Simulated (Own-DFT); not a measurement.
# Device materials side by side: how hard are they to compress?

Calculated, not measured: single-point runs of Own-DFT, a retired in-house plane-wave DFT program that no person has reviewed, on unrelaxed cells, without spin or spin-orbit coupling.

Limits (not all hold for every row): forces on such cells moved up to 12 meV/angstrom on a denser k mesh; forces not confirmed at this smearing and k mesh; k mesh not checked against a denser one; stress not checked against mesh or cutoff.

All runs are PBE with PseudoDojo norm-conserving files; cutoff and k mesh are each material's own. Every cell starts from measured lattice constants and was given uniform random strains and small random moves of its atoms. Each triple is the change of volume in per cent, the rms move u in Å and the pressure in GPa.

- wurtzite AlN (Al64N64), 10.45 Å³/atom unstrained: (-1.96, 0.052, 10.41); (-0.92, 0.049, 7.27); (-0.22, 0.049, 6.72); (0.10, 0.050, 5.78); (0.33, 0.048, 4.96); (1.50, 0.053, 3.00); (1.53, 0.052, 2.69)
- wurtzite GaN (Ga36N36), 11.42 Å³/atom unstrained: withheld
- diamond silicon (Si64), 20.02 Å³/atom unstrained: (-3.02, 0.048, 5.84); (-1.52, 0.049, 4.13); (-0.30, 0.052, 2.87); (0.20, 0.047, 2.29); (0.84, 0.053, 1.84); (1.70, 0.047, 1.20); (1.83, 0.053, 0.94)
- zincblende GaAs (As32Ga32), 22.58 Å³/atom unstrained: (-3.34, 0.050, 7.25); (-3.20, 0.050, 7.08); (-2.37, 0.051, 6.43); (-1.32, 0.046, 5.27); (-0.95, 0.048, 4.65); (0.55, 0.053, 3.69); (1.73, 0.048, 2.99)
- zincblende InP (In32P32), 25.27 Å³/atom unstrained: (-1.47, 0.049, 4.81); (-1.08, 0.048, 4.51); (-1.07, 0.046, 4.60); (-0.11, 0.044, 3.60); (1.82, 0.049, 2.18); (3.83, 0.046, 1.10); (3.91, 0.048, 1.16)
- grey tin (Sn64), 34.15 Å³/atom unstrained: (-2.91, 0.051, 5.25); (-2.34, 0.057, 5.09); (-1.73, 0.044, 4.51); (-1.14, 0.048, 4.26); (-0.13, 0.047, 3.81); (1.34, 0.045, 3.00); (1.35, 0.053, 3.09)

## Working it out

Fit a line to each set against the fractional change of volume; B is minus its slope, and u is nearly the same within a set. To take it to zero pressure, assume that B rises by 4 GPa for each GPa: B0 = B - 4 x (mean pressure). The bond length of an ideal tetrahedral crystal with the unstrained volume v is d = (√3/4)(8 v)^(1/3). Cohen's empirical rule reads B0 = (1971 - 220 L) d^(-3.5) GPa, with L = 0 for group IV crystals and SiC and 1 for III-V compounds.

| material | L | d (Å) | B (GPa) | mean P (GPa) | B0 (GPa) | rule (GPa) |
|---|---|---|---|---|---|---|
| wurtzite AlN (Al64N64) | 1 | 1.893 | 211 ± 12 | 5.8 | 187 ± 12 | 188 |
| wurtzite GaN (Ga36N36) | 1 | 1.950 | ? | ? | ? | 169 |
| diamond silicon (Si64) | 0 | 2.352 | 99 ± 4 | 2.7 | 88 ± 4 | 99 |
| zincblende GaAs (As32Ga32) | 1 | 2.448 | 87 ± 5 | 5.3 | 65 ± 5 | 76 |
| zincblende InP (In32P32) | 1 | 2.541 | 69 ± 3 | 3.1 | 57 ± 3 | 67 |
| grey tin (Sn64) | 0 | 2.810 | 52 ± 2 | 4.1 | 35 ± 2 | 53 |

A line through ln[B0/(1971 - 220 L)] against ln d has a slope of -4.4 ± 0.2 and a scatter of 7 %. Against the rule, B0 stands at 100 % for wurtzite AlN, 89 % for diamond silicon, 86 % for zincblende GaAs, 85 % for zincblende InP, 67 % for grey tin. PBE tends to make silicon and heavier crystals too soft, and the rule itself is only a guide.

## Test on the hidden row

Question: what B0 does the fitted trend give for wurtzite GaN (Ga36N36)?

The line gives 172 GPa. Its own runs give B = 196 ± 5 GPa at a mean pressure of 7.8 GPa, so B0 = 165 GPa.
